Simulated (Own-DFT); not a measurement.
# Strain and stress in beta-Si3N4, 112 atoms (N64Si48)

Calculated, not measured: single-point runs of Own-DFT, a retired in-house plane-wave DFT program that no person has reviewed, on unrelaxed cells, without spin or spin-orbit coupling.

Common settings: PBE; PseudoDojo norm-conserving scalar-relativistic files; cutoff 42 hartree; 2 x 2 x 4 k mesh centred on Gamma; Fermi-Dirac smearing of 0.1 eV.

Keep in mind: forces on such cells moved up to 12 meV/angstrom on a denser k mesh; stress not checked against mesh or cutoff.

Unstrained cell vectors in Å: (15.212, 0.000, 0.000); (-7.606, 13.174, 0.000); (0.000, 0.000, 5.818). The unstrained cell has measured lattice constants (interpolated for alloys), not those of this functional. That, the random moves and any unrelaxed bonds set the pressure at no strain. Each run strains this cell uniformly, with the atoms carried along. Each atom got a random Gaussian move of width 0.05 Å along each axis. Strain is the symmetric tensor, in per cent. Stress is positive in tension, and the pressure is minus a third of its trace.

| run | e_xx (%) | e_yy (%) | e_zz (%) | e_yz (%) | e_xz (%) | e_xy (%) | s_xx (GPa) | s_yy (GPa) | s_zz (GPa) | s_yz (GPa) | s_xz (GPa) | s_xy (GPa) | P (GPa) | E (meV/atom) |
|---|---|---|---|---|---|---|---|---|---|---|---|---|---|---|
| 1 | 1.83 | -0.61 | 1.28 | 0.35 | -0.53 | -0.22 | 1.55 | -6.14 | -1.86 | 1.14 | -0.71 | -0.60 | 2.15 | 8.8 |
| 2 | 0.99 | 0.37 | -1.84 | 1.27 | 1.08 | 1.63 | -4.42 | -4.34 | -21.50 | 3.77 | 3.95 | 6.46 | 10.09 | 34.5 |
| 3 | 1.54 | -1.50 | 1.32 | 0.24 | -0.86 | 1.16 | 0.69 | -11.24 | -2.85 | 0.45 | -2.86 | 3.39 | 4.46 | 22.8 |
| 4 | -0.56 | 0.37 | 0.31 | 1.53 | -0.02 | -0.72 | -7.34 | -5.83 | -11.15 | 6.58 | 0.62 | -1.64 | 8.11 | 15.4 |
| 5 | 1.32 | -0.81 | 0.57 | 1.14 | -1.43 | 0.92 | 0.00 | -9.25 | -8.35 | 5.33 | -5.08 | 4.10 | 5.87 | 21.2 |
| 6 | -1.18 | 1.22 | 1.05 | -1.60 | 0.05 | 1.58 | -9.17 | -1.65 | -5.13 | -4.63 | 0.21 | 6.01 | 5.32 | 10.3 |
| 7 | -0.62 | 1.13 | -1.31 | -1.49 | -1.28 | 0.22 | -12.24 | -3.47 | -19.80 | -6.21 | -2.25 | 2.76 | 11.84 | 58.8 |
| 8 | 1.21 | -0.81 | -0.20 | 0.83 | -0.54 | -1.76 | -3.99 | -10.37 | -11.61 | 3.71 | -0.88 | -8.99 | 8.66 | 38.2 |
| 9 | -1.30 | 1.09 | -0.79 | 0.33 | 1.88 | 1.74 | -13.39 | -5.30 | -16.70 | 2.02 | 4.77 | 8.19 | 11.79 | 47.9 |
| 10 | 1.32 | -0.17 | -1.03 | -0.22 | 1.36 | -0.76 | -4.70 | -6.91 | -14.18 | -0.70 | 6.20 | -2.54 | 8.60 | 26.3 |
| 11 | -1.47 | -1.63 | -1.93 | 1.21 | -1.31 | -0.50 | -22.35 | -23.23 | -23.90 | 3.91 | -5.15 | -3.44 | 23.16 | 65.6 |
| 12 | 0.76 | 0.43 | -0.15 | 1.31 | 0.51 | 1.71 | -3.48 | -5.79 | -11.84 | 5.19 | 2.20 | 5.68 | 7.04 | 48.4 |
| 13 | 0.73 | -0.34 | 1.57 | 1.85 | -1.07 | 0.88 | -5.38 | -6.48 | 1.92 | 6.32 | -4.16 | 1.97 | 3.31 | 2.9 |
| 14 | 1.84 | 1.95 | 0.46 | 1.14 | -0.41 | 1.66 | 4.96 | 3.82 | -4.05 | 3.99 | -1.47 | 6.69 | -1.58 | 13.9 |
| 15 | -0.70 | 1.58 | 1.93 | -0.90 | -1.14 | -0.28 | -6.89 | -0.52 | 3.81 | -2.35 | -3.82 | -1.65 | 1.20 | 0.0 |
| 16 | -0.53 | -0.53 | 1.54 | 0.76 | -0.51 | -0.13 | -8.16 | -8.50 | -2.63 | 1.60 | -0.36 | 0.06 | 6.43 | 11.4 |
| 17 | -1.20 | -1.77 | -1.65 | 0.93 | -0.16 | 1.11 | ? | ? | ? | ? | ? | ? | ? | ? |

E is the free energy for each atom above the lowest run shown.

## What the rows give

Regress every stress component on the fractional strains (shears doubled) of the visible runs, with a constant. Shear strains stay in the fit of a normal stress only where such slopes are resolved. The slopes, in GPa:

| stress | at no strain | per e_xx | per e_yy | per e_zz | scatter |
|---|---|---|---|---|---|
| s_xx | -8.0 | 493 ± 35 | 163 ± 38 | 166 ± 32 | 1.55 |
| s_yy | -7.9 | 175 ± 31 | 508 ± 34 | 105 ± 29 | 1.37 |
| s_zz | -10.8 | 94 ± 35 | 72 ± 38 | 631 ± 32 | 1.53 |

The slope of each shear stress on twice its own strain, from a fit on all six strains: yz 182 ± 13, xz 168 ± 13, xy 196 ± 16 GPa. These are stiffnesses along x, y and z of the frame in which the cell vectors are given, with the crystal's c axis along z: C11, C12, C13 and C33. Hexagonal symmetry asks that xx and yy behave alike, which is a second check on the noise. These are clamped-ion slopes: internal relaxation, where symmetry allows it, would soften some. Symmetry asks for nearly equal slopes across the diagonal; the mismatch is a measure of noise. A ninth of the table's sum, 267 ± 8 GPa, estimates the bulk modulus near the mean pressure of these runs, 7.3 GPa, so it lies above the value at zero pressure.

## Check

Q: what normal stresses and pressure should run 17 give?

The fitted form gives s_xx = -19.5, s_yy = -20.7, s_zz = -23.6 and P = 21.3 GPa. DFT gave -19.19, -19.99, -25.91 and P = 21.70 GPa.
